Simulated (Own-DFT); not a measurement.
Simulation results for GaN (wurtzite, strained, atoms displaced)

A calculation, not a measurement: plane-wave PBE density functional theory by an unreviewed code, no spin, of a simulated periodic cell, stress positive in tension, free energy of the whole cell less one offset for each atom, forces on such cells passed a denser k mesh, this cell's mesh not checked; offsets are fitted by least squares, one for each functional and potential file, so energies compare only between cells with the same atoms and settings and are not formation energies; the far tail of each file's local potential was reset to the Coulomb form; each entry is a single point on an unrelaxed cell, so the pressure reflects the starting lattice, mostly measured values (interpolated for alloys), from which strain is counted, and rises with the displacements; printed positions are rounded, which can move forces by about a meV/angstrom; the program, named Own-DFT, is a retired in-house code; no spin-orbit coupling. Program: Own-DFT development build.

Common to all runs: functional PBE; potential files PseudoDojo norm-conserving, scalar-relativistic, standard set with the stringent files for Ga; wave cutoff 96 hartree; occupations Gaussian; smearing width 0.01 eV; k mesh 3 x 4 x 3 centred on Gamma.

(1) GaN (wurtzite, strained, atoms displaced)

```
CELL_PARAMETERS angstrom
12.75600 0.00000 0.00000
-4.78350 8.28530 0.00000
0.00000 0.00000 10.26630
ATOMIC_POSITIONS crystal
Ga 0.08296 0.22903 0.99960
Ga 0.17025 0.11384 0.25202
N 0.08258 0.21813 0.18430
N 0.16453 0.10680 0.43652
Ga 0.08156 0.21601 0.50111
Ga 0.16977 0.11053 0.74248
N 0.08264 0.22041 0.68846
N 0.17277 0.12394 0.94048
Ga 0.08713 0.55813 0.99831
Ga 0.17634 0.44252 0.25438
N 0.07598 0.55381 0.19250
N 0.16418 0.43803 0.43885
Ga 0.09055 0.56834 0.50239
Ga 0.16796 0.42931 0.74703
N 0.08361 0.55652 0.68649
N 0.16340 0.44400 0.94261
Ga 0.07322 0.88336 0.00993
Ga 0.17110 0.79248 0.25706
N 0.07029 0.87862 0.18891
N 0.16352 0.77140 0.43774
Ga 0.07405 0.87943 0.50207
Ga 0.16900 0.77564 0.75188
N 0.08216 0.88629 0.69437
N 0.17071 0.78765 0.94981
Ga 0.33347 0.21612 0.99534
Ga 0.41461 0.10568 0.25465
N 0.32703 0.22093 0.18964
N 0.41866 0.11112 0.43899
Ga 0.34075 0.23509 0.50520
Ga 0.41931 0.11554 0.75315
N 0.33327 0.21627 0.68195
N 0.41439 0.11065 0.93657
Ga 0.33017 0.55573 0.99447
Ga 0.41923 0.43596 0.25308
N 0.33789 0.54713 0.18637
N 0.40703 0.44479 0.43715
Ga 0.33145 0.55349 0.49421
Ga 0.42180 0.45376 0.74496
N 0.33630 0.56897 0.69710
N 0.41654 0.44669 0.92949
Ga 0.32514 0.88942 0.00214
Ga 0.42445 0.78130 0.25527
N 0.32641 0.89260 0.19049
N 0.41483 0.77456 0.43792
Ga 0.33075 0.87917 0.50510
Ga 0.41853 0.78234 0.75331
N 0.32928 0.89559 0.68957
N 0.40898 0.78058 0.93960
Ga 0.58472 0.22433 0.00690
Ga 0.66926 0.12620 0.26127
N 0.58524 0.22370 0.18601
N 0.66439 0.11429 0.43649
Ga 0.57693 0.21877 0.50785
Ga 0.66425 0.11724 0.75049
N 0.59446 0.24066 0.69940
N 0.66750 0.10523 0.93153
Ga 0.58154 0.55009 0.00144
Ga 0.66256 0.44812 0.25306
N 0.58197 0.55013 0.18961
N 0.66642 0.44153 0.44203
Ga 0.58926 0.55895 0.49423
Ga 0.66443 0.44953 0.74513
N 0.58682 0.55922 0.68937
N 0.66591 0.44192 0.93443
Ga 0.57711 0.88670 0.00941
Ga 0.66665 0.77652 0.25278
N 0.58015 0.88892 0.18884
N 0.66389 0.77408 0.43750
Ga 0.58313 0.88541 0.50708
Ga 0.67231 0.78119 0.74920
N 0.58475 0.88068 0.68777
N 0.66233 0.77210 0.93685
Ga 0.83073 0.22779 0.00415
Ga 0.91169 0.10485 0.24476
N 0.82917 0.22907 0.17979
N 0.92398 0.11164 0.43500
Ga 0.82997 0.22016 0.49989
Ga 0.91334 0.11170 0.75544
N 0.83021 0.23025 0.68162
N 0.91724 0.11761 0.94360
Ga 0.83976 0.55946 0.00800
Ga 0.90807 0.43481 0.24951
N 0.83749 0.56255 0.19269
N 0.91716 0.44387 0.43701
Ga 0.84152 0.56604 0.49525
Ga 0.92077 0.44423 0.74957
N 0.83423 0.56297 0.69745
N 0.92178 0.45044 0.93703
Ga 0.83445 0.88569 0.00008
Ga 0.91756 0.78062 0.24862
N 0.83210 0.89119 0.18307
N 0.92013 0.77587 0.43234
Ga 0.83555 0.89193 0.50226
Ga 0.91233 0.78432 0.74593
N 0.83261 0.89380 0.68972
N 0.91969 0.77651 0.93905
```

- free energy of cell above offsets: -3.998 eV
- pressure: 9.11 GPa
- stress xx: -6.67 GPa
- stress yy: -7.35 GPa
- stress zz: -13.31 GPa
- stress yz: 0.17 GPa
- stress xz: 0.24 GPa
- stress xy: -0.95 GPa

Force:
```
element  x (eV/Å)  y (eV/Å)  z (eV/Å)
     Ga     0.841    -0.831     0.159
     Ga    -1.658    -0.985    -0.534
      N    -0.382     0.162      1.14
      N     0.669     -0.09     1.163
     Ga     0.607     0.723    -0.483
     Ga    -0.311    -0.321     1.592
      N    -0.192     -1.29    -0.146
      N    -0.976    -1.671    -0.884
     Ga    -0.737     0.469     1.482
     Ga    -2.127    -0.035    -1.295
      N     1.545     0.443     -0.13
      N    -0.042     0.614     0.871
     Ga    -0.303    -3.199    -0.699
     Ga     -0.95      2.51     0.893
      N     1.005    -0.204     0.749
      N     0.578     0.393    -1.481
     Ga     1.768     1.719    -1.812
     Ga    -1.242    -2.602    -1.466
      N     2.395     2.184     1.001
      N     0.049      2.28     0.842
     Ga     1.929     1.631      0.43
     Ga    -1.119    -0.038     1.116
      N    -0.243     -0.06    -0.871
      N    -2.079    -1.571    -1.901
     Ga    -0.819     1.503     0.629
     Ga    -0.207     1.061    -0.838
      N     2.243    -0.189    -0.495
      N    -0.669    -0.397     0.786
     Ga    -0.561    -2.041    -1.923
     Ga     0.175     0.159    -0.417
      N     0.045     1.493     1.647
      N     1.166    -0.044     0.753
     Ga      0.71    -0.198     0.495
     Ga    -1.052     0.357    -0.878
      N    -0.315     1.374     0.175
      N     2.699     0.213       0.3
     Ga    -1.176     0.473     1.541
     Ga    -0.363    -0.577     0.121
      N     0.222      -1.9    -1.771
      N     0.162    -0.346     1.248
     Ga     1.868     0.978     0.496
     Ga    -1.858    -1.174    -1.251
      N     2.076    -0.188     0.119
      N     0.355     0.465     0.847
     Ga    -0.637     1.128     -0.67
     Ga    -0.388     0.779     0.149
      N     1.733    -0.168     0.098
      N     0.839     0.167     0.496
     Ga      0.16    -0.293    -2.357
     Ga       0.3    -1.254    -2.684
      N    -0.928     0.159     1.629
      N     0.183    -0.871     2.371
     Ga      0.94     0.717    -0.014
     Ga     1.225     -0.74      -0.3
      N    -1.472    -3.239    -1.989
      N    -0.768     0.258     1.765
     Ga    -0.084     0.122    -0.998
     Ga     1.903    -0.571    -0.222
      N    -0.526     0.968     0.132
      N     0.123     0.203    -0.235
     Ga    -1.002    -0.876     1.131
     Ga      1.42     1.631     1.495
      N    -0.721      0.45    -1.455
      N     0.373     0.407     1.213
     Ga     0.524     0.021    -2.313
     Ga    -0.335     0.243    -1.248
      N     1.229     0.954     1.425
      N     0.584     1.095     0.336
     Ga    -0.416     0.315    -1.393
     Ga    -0.978    -0.818     0.955
      N    -1.086     1.485     0.659
      N     0.251     0.631     0.761
     Ga     0.299    -0.197    -2.515
     Ga      0.54     1.677    -0.015
      N     0.377     -1.87     2.582
      N     -2.18     -0.75     0.029
     Ga     0.819     0.703    -0.758
     Ga    -0.289     0.958    -0.213
      N     0.907    -1.209     1.324
      N    -0.252    -0.823     -0.49
     Ga    -0.842    -0.713    -1.493
     Ga     1.327     2.157     0.431
      N    -1.299    -1.092     0.205
      N         0    -0.041     0.576
     Ga    -0.282    -2.178     1.423
     Ga    -1.199     0.839    -0.024
      N     0.387    -0.258    -1.711
      N    -0.364    -0.513      0.25
     Ga    -0.839      0.22    -1.027
     Ga    -1.464    -0.511     0.085
      N    -0.275    -1.016     1.199
      N     -1.96     0.703     0.805
     Ga     0.031    -0.096    -0.921
     Ga     1.714     -0.79     1.274
      N     0.219      0.57    -0.557
      N    -1.548     0.076     -0.51
```

(2) GaN (wurtzite, strained, atoms displaced)

```
CELL_PARAMETERS angstrom
12.75600 0.00000 0.00000
-4.78350 8.28530 0.00000
0.00000 0.00000 10.26630
ATOMIC_POSITIONS crystal
Ga 0.08372 0.23445 0.00617
Ga 0.16363 0.09937 0.25122
N 0.09064 0.22414 0.18680
N 0.16156 0.10615 0.44468
Ga 0.08266 0.21794 0.49926
Ga 0.17280 0.11640 0.74866
N 0.09810 0.22960 0.68635
N 0.16675 0.10928 0.94300
Ga 0.08616 0.56340 0.99875
Ga 0.16497 0.44004 0.25537
N 0.07330 0.55030 0.18906
N 0.17080 0.44486 0.42695
Ga 0.07387 0.55332 0.49708
Ga 0.15946 0.44037 0.74212
N 0.08653 0.56557 0.68488
N 0.16223 0.44499 0.94329
Ga 0.08332 0.89077 0.00375
Ga 0.16106 0.77695 0.25168
N 0.07761 0.88109 0.18643
N 0.16337 0.77092 0.43939
Ga 0.09031 0.89777 0.49042
Ga 0.17171 0.79033 0.74766
N 0.08717 0.89211 0.69159
N 0.16832 0.77587 0.93489
Ga 0.32761 0.21363 0.00390
Ga 0.42343 0.10873 0.25025
N 0.33663 0.22218 0.18814
N 0.41512 0.11551 0.43048
Ga 0.33621 0.23026 0.50702
Ga 0.41167 0.10765 0.74712
N 0.33450 0.21263 0.69480
N 0.41262 0.10013 0.94123
Ga 0.32555 0.54462 0.99764
Ga 0.41220 0.44095 0.25069
N 0.33652 0.55747 0.18848
N 0.40951 0.43780 0.45250
Ga 0.32916 0.55830 0.49544
Ga 0.42214 0.44141 0.75341
N 0.33445 0.55153 0.69014
N 0.41499 0.45273 0.93615
Ga 0.33500 0.88503 0.00460
Ga 0.41722 0.78914 0.24505
N 0.33855 0.89002 0.19181
N 0.41475 0.78426 0.44544
Ga 0.33480 0.89244 0.49982
Ga 0.41806 0.77306 0.74863
N 0.33429 0.89292 0.68138
N 0.41733 0.77472 0.93727
Ga 0.58070 0.22127 0.99492
Ga 0.65918 0.10613 0.24997
N 0.58729 0.22714 0.18661
N 0.66589 0.11302 0.42853
Ga 0.58145 0.21563 0.49521
Ga 0.66702 0.10989 0.74855
N 0.58854 0.22646 0.69527
N 0.66573 0.11820 0.93108
Ga 0.57693 0.55176 0.99872
Ga 0.66649 0.45061 0.24240
N 0.58213 0.55805 0.18409
N 0.66967 0.44893 0.43331
Ga 0.58357 0.55596 0.50807
Ga 0.66137 0.43902 0.74514
N 0.57801 0.54774 0.69365
N 0.66764 0.44289 0.93770
Ga 0.58177 0.89474 0.00142
Ga 0.66898 0.78219 0.24052
N 0.58685 0.89537 0.19499
N 0.67285 0.78351 0.43471
Ga 0.58422 0.88891 0.49861
Ga 0.66598 0.77226 0.75986
N 0.58084 0.89111 0.69274
N 0.66547 0.78280 0.92492
Ga 0.82394 0.21309 0.00073
Ga 0.92016 0.11185 0.24565
N 0.83633 0.22591 0.19287
N 0.91582 0.10556 0.44577
Ga 0.84220 0.22174 0.49677
Ga 0.92448 0.10100 0.75476
N 0.83924 0.23165 0.68946
N 0.92343 0.11945 0.93372
Ga 0.83956 0.55352 0.99929
Ga 0.91949 0.44415 0.25572
N 0.83221 0.54271 0.19288
N 0.91791 0.44736 0.43897
Ga 0.82843 0.55646 0.49625
Ga 0.92263 0.45757 0.74167
N 0.82952 0.55741 0.69481
N 0.91854 0.44544 0.93976
Ga 0.83173 0.88826 0.99942
Ga 0.91910 0.79532 0.24850
N 0.83519 0.88585 0.18394
N 0.91817 0.78376 0.43595
Ga 0.82771 0.88102 0.49420
Ga 0.91869 0.77318 0.74429
N 0.83821 0.88787 0.69312
N 0.91645 0.78306 0.93758
```

* free energy of cell above offsets: -3.768 eV
* pressure: 9.28 GPa
* stress xx: -8.23 GPa
* stress yy: -7.86 GPa
* stress zz: -11.77 GPa
* stress yz: -0.4 GPa
* stress xz: -0.5 GPa
* stress xy: 0.64 GPa

Force:
```
element  x (eV/Å)  y (eV/Å)  z (eV/Å)
     Ga     0.717     -1.45    -1.258
     Ga      0.57     1.568    -0.064
      N    -0.563    -0.855     1.331
      N     1.237     1.979    -1.529
     Ga    -0.266     0.826    -0.001
     Ga    -0.307    -1.088     1.191
      N    -1.613    -1.104    -0.173
      N    -0.848     0.601    -0.502
     Ga    -0.739    -1.109     0.349
     Ga    -0.131     1.106    -3.288
      N     2.543     1.293    -0.176
      N    -1.491     -0.63     3.767
     Ga       2.2     0.493     0.378
     Ga     0.876     1.591     1.225
      N     0.406    -0.217    -0.054
      N     0.231      0.44    -1.383
     Ga    -0.045    -0.535    -1.842
     Ga     1.177    -0.973    -0.174
      N     0.718     0.949     0.703
      N     0.148     1.205    -0.425
     Ga    -0.517    -2.643      2.15
     Ga      0.54    -0.879     0.053
      N    -0.692     0.334    -1.186
      N    -0.237     1.118     0.825
     Ga     0.779     0.805    -0.743
     Ga    -1.009     1.076    -1.057
      N    -0.325    -0.763     0.886
      N      0.02    -0.213     1.887
     Ga    -0.023    -2.121    -0.351
     Ga     2.524    -0.533     1.213
      N    -0.882     1.919    -0.898
      N    -0.344     1.063     -0.45
     Ga    -0.031     1.504     0.374
     Ga     0.504     0.295     0.621
      N    -0.779     0.282     0.216
      N      0.76     2.242    -1.964
     Ga     0.644     0.278     1.131
     Ga    -2.357    -0.572    -0.345
      N     -0.55    -0.143    -0.336
      N      0.88    -1.888     0.583
     Ga    -0.318    -0.442    -0.969
     Ga     1.917    -2.501     1.611
      N    -2.587     0.253    -0.556
      N     1.238    -0.637    -1.534
     Ga    -0.899     0.174    -0.631
     Ga    -1.012     0.066    -0.089
      N     0.596    -0.517     1.249
      N    -0.347    -0.076     0.637
     Ga    -0.257     0.481     0.311
     Ga     1.267     2.219    -0.778
      N    -0.421    -0.483    -0.356
      N     0.766    -0.292     2.387
     Ga    -0.017     1.084     0.705
     Ga     0.834     0.757    -0.849
      N    -1.135    -1.608    -1.839
      N     0.269    -1.231     1.531
     Ga     1.024     0.415    -0.658
     Ga     0.692    -0.263     0.371
      N    -0.428     0.187     0.641
      N    -1.352    -0.773     0.598
     Ga    -0.134    -0.027    -1.449
     Ga     0.978     0.866     1.447
      N     1.058      1.49    -0.654
      N    -0.755     0.554     0.104
     Ga     0.294    -0.333    -0.742
     Ga    -0.096    -0.747     1.099
      N    -0.232    -1.232    -1.647
      N    -1.941    -1.531    -0.262
     Ga    -0.091     0.342     0.369
     Ga     0.089     0.714      -5.4
      N     1.376    -0.471    -1.092
      N     -0.04     0.021     6.601
     Ga     1.301     1.725    -0.233
     Ga    -0.487     0.389      0.57
      N    -0.096     -1.46    -0.472
      N     0.773     0.083    -1.696
     Ga     -2.11     0.292     0.949
     Ga    -1.047     1.603    -1.543
      N     0.544    -1.057    -0.397
      N    -0.861    -0.898     1.971
     Ga    -1.215     0.413     0.442
     Ga     -1.39    -0.505    -0.771
      N    -0.772     2.093     -0.61
      N    -1.132    -0.913     0.525
     Ga     0.991     0.407     0.448
     Ga     -0.38    -1.386     1.474
      N     0.261    -0.444    -1.778
      N     0.452    -0.517    -0.875
     Ga     0.214     0.356    -1.524
     Ga     1.149    -3.594     0.574
      N    -1.713     1.367     -0.05
      N     0.534    -0.398     0.166
     Ga      1.31     1.116     1.941
     Ga    -0.027     1.047     1.016
      N    -1.026    -0.756    -1.202
      N     0.662    -0.677      0.23
```

(3) GaN (wurtzite, strained, atoms displaced)

```
CELL_PARAMETERS angstrom
12.75600 0.00000 0.00000
-4.78350 8.28530 0.00000
0.00000 0.00000 10.26630
ATOMIC_POSITIONS crystal
Ga 0.08668 0.22522 0.00111
Ga 0.16081 0.10978 0.25781
N 0.08189 0.22116 0.18948
N 0.16539 0.10580 0.44292
Ga 0.08713 0.21841 0.49574
Ga 0.16759 0.10848 0.75650
N 0.08332 0.22475 0.68354
N 0.16769 0.12497 0.93370
Ga 0.08157 0.55584 0.00603
Ga 0.16417 0.44492 0.24921
N 0.08519 0.54909 0.18790
N 0.16545 0.44548 0.44974
Ga 0.08506 0.55586 0.49850
Ga 0.16719 0.45293 0.75246
N 0.08578 0.55701 0.68597
N 0.17120 0.44358 0.94391
Ga 0.08726 0.88764 0.99207
Ga 0.16892 0.77312 0.25198
N 0.08437 0.89102 0.18547
N 0.16972 0.78101 0.43406
Ga 0.07611 0.88238 0.50462
Ga 0.15713 0.76869 0.75385
N 0.08085 0.87690 0.68623
N 0.16972 0.77630 0.93679
Ga 0.33090 0.22633 0.99995
Ga 0.42104 0.11102 0.24620
N 0.33169 0.22210 0.19142
N 0.41519 0.10685 0.43820
Ga 0.33513 0.21230 0.51041
Ga 0.41654 0.10785 0.75675
N 0.33264 0.22366 0.69397
N 0.41593 0.11242 0.94979
Ga 0.32768 0.55228 0.00104
Ga 0.41821 0.44562 0.24592
N 0.32749 0.54709 0.19144
N 0.41732 0.44556 0.44160
Ga 0.33516 0.55863 0.50423
Ga 0.42107 0.44217 0.74921
N 0.34003 0.55688 0.69707
N 0.40944 0.43376 0.94442
Ga 0.33447 0.89871 0.99880
Ga 0.41979 0.77975 0.24795
N 0.34081 0.89174 0.18501
N 0.42257 0.77770 0.43645
Ga 0.33359 0.89164 0.50038
Ga 0.41477 0.77610 0.75172
N 0.33307 0.88750 0.68289
N 0.42182 0.77563 0.94287
Ga 0.58650 0.22434 0.99493
Ga 0.67102 0.11196 0.24956
N 0.57906 0.22422 0.18253
N 0.65876 0.11605 0.42448
Ga 0.58788 0.21080 0.50259
Ga 0.66410 0.10364 0.75198
N 0.58516 0.22844 0.69835
N 0.67279 0.11847 0.94133
Ga 0.58162 0.55287 0.99538
Ga 0.65795 0.44286 0.24826
N 0.59277 0.56781 0.18593
N 0.66877 0.45161 0.43708
Ga 0.57377 0.54672 0.50134
Ga 0.67540 0.45395 0.74781
N 0.59008 0.55649 0.68085
N 0.66309 0.44274 0.93435
Ga 0.58159 0.89795 0.99496
Ga 0.66668 0.77601 0.24603
N 0.58047 0.88579 0.19232
N 0.66644 0.78295 0.44807
Ga 0.58043 0.88862 0.49720
Ga 0.67552 0.78382 0.75522
N 0.58375 0.89089 0.67954
N 0.67438 0.78263 0.93827
Ga 0.83168 0.21798 0.99503
Ga 0.91896 0.10775 0.25861
N 0.84227 0.22690 0.19120
N 0.91265 0.10237 0.43994
Ga 0.83530 0.21722 0.49107
Ga 0.91614 0.11048 0.75178
N 0.83234 0.22437 0.69369
N 0.90836 0.10175 0.94642
Ga 0.82404 0.55163 0.00540
Ga 0.91864 0.44965 0.24465
N 0.83382 0.55227 0.19232
N 0.91525 0.43560 0.43871
Ga 0.82637 0.55456 0.50790
Ga 0.92121 0.44779 0.75748
N 0.82799 0.55720 0.69455
N 0.91296 0.43712 0.93638
Ga 0.82689 0.89390 0.00118
Ga 0.91134 0.76241 0.25272
N 0.82909 0.88295 0.18418
N 0.91230 0.76939 0.43896
Ga 0.83261 0.89083 0.50408
Ga 0.92004 0.78248 0.75363
N 0.84400 0.89971 0.68186
N 0.91637 0.78014 0.94667
```

* free energy of cell above offsets: -4.350 eV
* pressure: 9.01 GPa
* stress xx: -7.3 GPa
* stress yy: -7.78 GPa
* stress zz: -11.94 GPa
* stress yz: -0.3 GPa
* stress xz: -0.15 GPa
* stress xy: -0.26 GPa

Force:
```
element  x (eV/Å)  y (eV/Å)  z (eV/Å)
     Ga    -1.611    -0.676     0.404
     Ga      1.32     -0.23    -1.145
      N     0.092     0.114     0.438
      N     0.514    -0.188     0.352
     Ga    -1.092     0.574     0.968
     Ga    -1.006     0.398    -2.363
      N     0.384    -0.112     1.316
      N     0.995    -2.043     1.305
     Ga     0.258    -0.564    -1.204
     Ga     1.126    -0.935     1.361
      N    -1.145     1.302     0.352
      N     0.946    -0.335    -1.628
     Ga    -1.037     0.081    -0.199
     Ga     1.311    -1.373    -0.334
      N    -0.721    -0.159     0.619
      N    -2.402     0.129    -0.976
     Ga    -1.266     0.706     1.531
     Ga    -0.322     1.188    -1.169
      N     0.277    -0.774     0.266
      N    -0.522    -0.558      1.19
     Ga     0.676    -0.027    -1.556
     Ga     1.772     0.728    -1.069
      N    -0.348     1.419     1.217
      N    -0.207    -0.143     0.507
     Ga     0.361    -1.465     1.351
     Ga    -1.436    -0.028     0.535
      N     0.024    -0.297    -0.045
      N     0.691     0.694     0.019
     Ga    -0.688     0.919     -1.56
     Ga     -0.03     0.241    -0.423
      N     0.639    -0.926     0.285
      N    -0.051     0.668    -1.709
     Ga     1.772     0.786     0.617
     Ga    -0.011     -0.19     0.707
      N     0.466     1.137    -0.241
      N    -1.078    -1.371    -0.582
     Ga     0.116    -0.243    -0.137
     Ga     0.062     0.722     0.596
      N    -0.898    -0.253    -0.613
      N     0.712      2.63    -1.139
     Ga     1.032    -1.717     0.499
     Ga    -0.492    -1.027     0.236
      N    -1.101    -0.695     0.428
      N    -1.952    -0.386     0.128
     Ga     0.639    -0.795     -0.89
     Ga     0.555     0.481    -0.216
      N     -0.48    -0.079     1.903
      N     -1.71     0.142    -0.762
     Ga    -0.591     0.071      0.51
     Ga    -0.335     0.368    -2.318
      N     1.619     0.333      0.18
      N     3.267    -1.502     2.032
     Ga    -3.252     2.497      1.05
     Ga     0.024     1.111    -0.592
      N     0.281     -1.02    -0.911
      N    -1.306    -1.095    -0.565
     Ga    -0.523     0.431      0.27
     Ga     1.497    -0.236      0.72
      N    -1.375    -1.907    -0.651
      N    -0.653    -1.478     0.174
     Ga     1.589      1.61    -0.943
     Ga    -2.188    -1.707     0.519
      N    -0.905     0.443     2.433
      N     0.179     0.292     0.541
     Ga      1.49    -0.705     1.424
     Ga    -0.202     1.472     1.735
      N     0.974     0.888    -1.317
      N     0.412    -0.819    -1.478
     Ga     0.883     0.596     -0.59
     Ga    -0.579    -0.352    -2.073
      N     0.207    -0.347     2.174
      N    -2.629    -1.273    -0.309
     Ga     0.935     0.765     1.635
     Ga      -0.5    -0.561    -2.021
      N    -0.893    -0.668    -0.528
      N      0.95      0.88      0.22
     Ga    -1.199     0.316     1.375
     Ga     0.228     1.072     0.033
      N     0.163    -0.238    -0.929
      N     1.479     2.254    -1.633
     Ga     1.083     0.645    -0.675
     Ga     0.363    -1.139     1.326
      N    -1.007    -0.914     -0.83
      N    -0.409     1.494     -0.05
     Ga      1.22    -0.555    -0.881
     Ga    -0.824    -0.475    -2.071
      N     3.213     1.273    -0.536
      N     0.062     1.325     1.796
     Ga     2.562    -0.903     1.032
     Ga    -0.136     2.345     -0.66
      N     0.839     0.542     1.581
      N    -0.037     0.742     0.423
     Ga    -0.027    -1.393    -1.517
     Ga    -0.752    -0.481     0.449
      N    -0.428    -1.145     2.278
      N     0.089    -0.324    -0.999
```
